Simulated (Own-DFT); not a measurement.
Simulation results for Al₃GaN₄ (wurtzite random alloy, strained, atoms displaced)

A calculation, not a measurement: plane-wave PBE density functional theory by an unreviewed code, no spin, of a simulated periodic cell, stress positive in tension, free energy of the whole cell less one offset for each atom, forces on such cells passed a denser k mesh, this cell's mesh not checked; offsets are fitted by least squares, one for each functional and potential file, so energies compare only between cells with the same atoms and settings and are not formation energies; the far tail of each file's local potential was reset to the Coulomb form; each entry is a single point on an unrelaxed cell, so the pressure reflects the starting lattice, mostly measured values, from which strain is counted, and rises with the displacements; printed positions are rounded, which can move forces by about a meV/angstrom; the program is a retired in-house code; no spin-orbit coupling. Program: Own-DFT development build.

```cif
# cell vector a (Å): 9.4877 0.0000 0.0000
# cell vector b (Å): -4.7438 8.2166 0.0000
# cell vector c (Å): 0.0000 0.0000 10.0655
data_Al3GaN4
_symmetry_space_group_name_H-M 'P 1'
_symmetry_Int_Tables_number 1
_cell_length_a 9.4877
_cell_length_b 9.4877
_cell_length_c 10.0655
_cell_angle_alpha 90.000
_cell_angle_beta 90.000
_cell_angle_gamma 120.000
_cell_volume 784.67
loop_
_atom_site_label
_atom_site_type_symbol
_atom_site_fract_x
_atom_site_fract_y
_atom_site_fract_z
_atom_site_occupancy
Ga1 Ga 0.10311 0.21037 0.99857 1
Al1 Al 0.22550 0.11420 0.24964 1
N1 N 0.10627 0.22016 0.20026 1
N2 N 0.22547 0.11340 0.44553 1
Ga2 Ga 0.10517 0.22672 0.49038 1
Al2 Al 0.22384 0.10792 0.74989 1
N3 N 0.11916 0.22530 0.68617 1
N4 N 0.22256 0.12087 0.94011 1
Al3 Al 0.11893 0.56588 0.00014 1
Al4 Al 0.21414 0.44043 0.24985 1
N5 N 0.11715 0.56494 0.19465 1
N6 N 0.22084 0.44529 0.43514 1
Al5 Al 0.11348 0.56629 0.50930 1
Al6 Al 0.22514 0.45050 0.74778 1
N7 N 0.12196 0.56403 0.68704 1
N8 N 0.22015 0.43758 0.94459 1
Ga3 Ga 0.11479 0.89228 0.99317 1
Ga4 Ga 0.21924 0.77123 0.25160 1
N9 N 0.11612 0.89285 0.18793 1
N10 N 0.21644 0.78021 0.43807 1
Al7 Al 0.12101 0.88813 0.49447 1
Al8 Al 0.23100 0.77872 0.74757 1
N11 N 0.11940 0.89621 0.68634 1
N12 N 0.21676 0.77279 0.93938 1
Al9 Al 0.45053 0.21726 0.99983 1
Al10 Al 0.55060 0.10876 0.25195 1
N13 N 0.43546 0.21375 0.19267 1
N14 N 0.55214 0.12340 0.42984 1
Al11 Al 0.44652 0.21559 0.49588 1
Al12 Al 0.56813 0.12106 0.74720 1
N15 N 0.44686 0.21959 0.68180 1
N16 N 0.55469 0.10248 0.93535 1
Al13 Al 0.44077 0.55706 0.99599 1
Al14 Al 0.55644 0.43859 0.26394 1
N17 N 0.44130 0.55424 0.19110 1
N18 N 0.56334 0.44976 0.44015 1
Al15 Al 0.44944 0.55450 0.50599 1
Ga5 Ga 0.55618 0.44322 0.74174 1
N19 N 0.45988 0.56674 0.69237 1
N20 N 0.55862 0.44497 0.93762 1
Ga6 Ga 0.44466 0.88102 0.00081 1
Al16 Al 0.56878 0.76869 0.25163 1
N21 N 0.43880 0.88482 0.18327 1
N22 N 0.55584 0.76886 0.43409 1
Al17 Al 0.43555 0.88219 0.49256 1
Al18 Al 0.55513 0.77032 0.75144 1
N23 N 0.45540 0.89098 0.69008 1
N24 N 0.55176 0.77554 0.94141 1
Al19 Al 0.77152 0.21943 0.99664 1
Ga7 Ga 0.89230 0.11360 0.24675 1
N25 N 0.77555 0.21883 0.17908 1
N26 N 0.88813 0.09815 0.44677 1
Al20 Al 0.77568 0.21801 0.50739 1
Al21 Al 0.88438 0.10503 0.74511 1
N27 N 0.77036 0.22397 0.68560 1
N28 N 0.88287 0.10527 0.93316 1
Ga8 Ga 0.77621 0.55413 0.99912 1
Ga9 Ga 0.88525 0.43239 0.24420 1
N29 N 0.78308 0.55371 0.18891 1
N30 N 0.88810 0.44644 0.44293 1
Al22 Al 0.78290 0.56153 0.50085 1
Al23 Al 0.89476 0.44537 0.74159 1
N31 N 0.78360 0.55852 0.69106 1
N32 N 0.88870 0.44661 0.94350 1
Al24 Al 0.78480 0.89385 0.00071 1
Al25 Al 0.89766 0.78354 0.24948 1
N33 N 0.78496 0.89822 0.17905 1
N34 N 0.89917 0.78766 0.44014 1
Al26 Al 0.78836 0.90287 0.50408 1
Al27 Al 0.88748 0.78506 0.75135 1
N35 N 0.78224 0.88841 0.69312 1
N36 N 0.89860 0.77660 0.93243 1
_calc_functional 'PBE'
_calc_potential_files 'PseudoDojo norm-conserving, scalar-relativistic, standard set with the stringent files for Ga'
_calc_wave_cutoff 96  # hartree
_calc_occupations 'Gaussian'
_calc_smearing_width 0.01  # eV
_calc_k_mesh '4 x 4 x 3 centred on Gamma'
_calc_free_energy_of_cell_above_offsets '-22.546'  # eV
_calc_pressure 2.45  # GPa
_calc_stress_xx 0.33  # GPa
_calc_stress_yy -1.8  # GPa
_calc_stress_zz -5.86  # GPa
_calc_stress_yz -0.45  # GPa
_calc_stress_xz 0.43  # GPa
_calc_stress_xy 0.29  # GPa
```

Force:
```tsv
element	x (eV/Å)	y (eV/Å)	z (eV/Å)
Ga	-0.977	1.573	0.663
Al	-0.681	-0.921	0.845
N	1.671	0.82	-1.041
N	0.44	-0.335	-1.512
Ga	2.236	-0.106	1.418
Al	-0.069	1.075	-0.825
N	-1.247	0.237	1.115
N	2.688	-0.992	-0.926
Al	-0.536	-2.209	0.554
Al	0.964	1.352	-0.424
N	0.29	-3.288	-1.739
N	-0.082	1.748	1.217
Al	0.242	-1.459	-3.007
Al	0.942	-1.261	0.584
N	-0.34	-0.77	1.274
N	-0.759	1.578	-1.098
Ga	0.215	0.172	0.818
Ga	-0.034	2.154	-0.788
N	-0.859	0.333	0.522
N	2.108	-0.89	1.303
Al	-2.692	1.859	1.251
Al	-0.864	1.375	0.475
N	0.147	-1.41	0.401
N	1.029	0.529	-1.419
Al	-1.131	0.835	-0.036
Al	0.331	-0.658	-2.178
N	1.344	1.42	-0.601
N	3.136	-2.348	1.523
Al	-2.262	1.717	0.66
Al	-2.285	-1.933	0.428
N	0.11	-0.557	0.904
N	-0.481	1.431	-0.107
Al	1.116	-1.021	1.084
Al	-0.445	0.562	-3.372
N	0.792	-0.75	-0.163
N	-0.326	-0.571	1.982
Al	-0.515	-0.156	-1.501
Ga	1.014	-0.524	1.115
N	-2.131	-1.67	-0.876
N	-1.323	-0.932	0.36
Ga	-1.065	0.558	-0.586
Al	-1.78	0.581	-1.291
N	1.607	0.785	2.877
N	-0.211	1.542	1.508
Al	1.456	0.777	0.415
Al	0.094	2.472	0.407
N	-0.556	-0.091	-0.862
N	2.186	-0.605	-0.914
Al	0.863	0.449	-0.937
Ga	-1.449	-0.765	0.719
N	-0.752	-1.106	1.224
N	-2.872	3.224	-1.344
Al	-0.388	0.685	-2.64
Al	0.794	1.31	0.231
N	2.657	0.458	0.909
N	-0.747	0.327	0.082
Ga	0.079	0.426	-0.163
Ga	0.104	1.678	0.772
N	-1.602	0.68	1.422
N	0.839	-0.656	0.854
Al	0.053	0.294	-0.228
Al	-0.757	0.691	1.469
N	0.587	0.652	-0.672
N	1.779	-1.084	-1.454
Al	-0.234	-1.268	-1.849
Al	-0.074	-0.497	-0.282
N	0.435	-1.997	1.888
N	-0.563	-0.599	-0.032
Al	0.184	-4.791	0.338
Al	2.302	-1.067	-0.958
N	-1.397	0.193	-0.617
N	-2.345	0.733	0.83
```
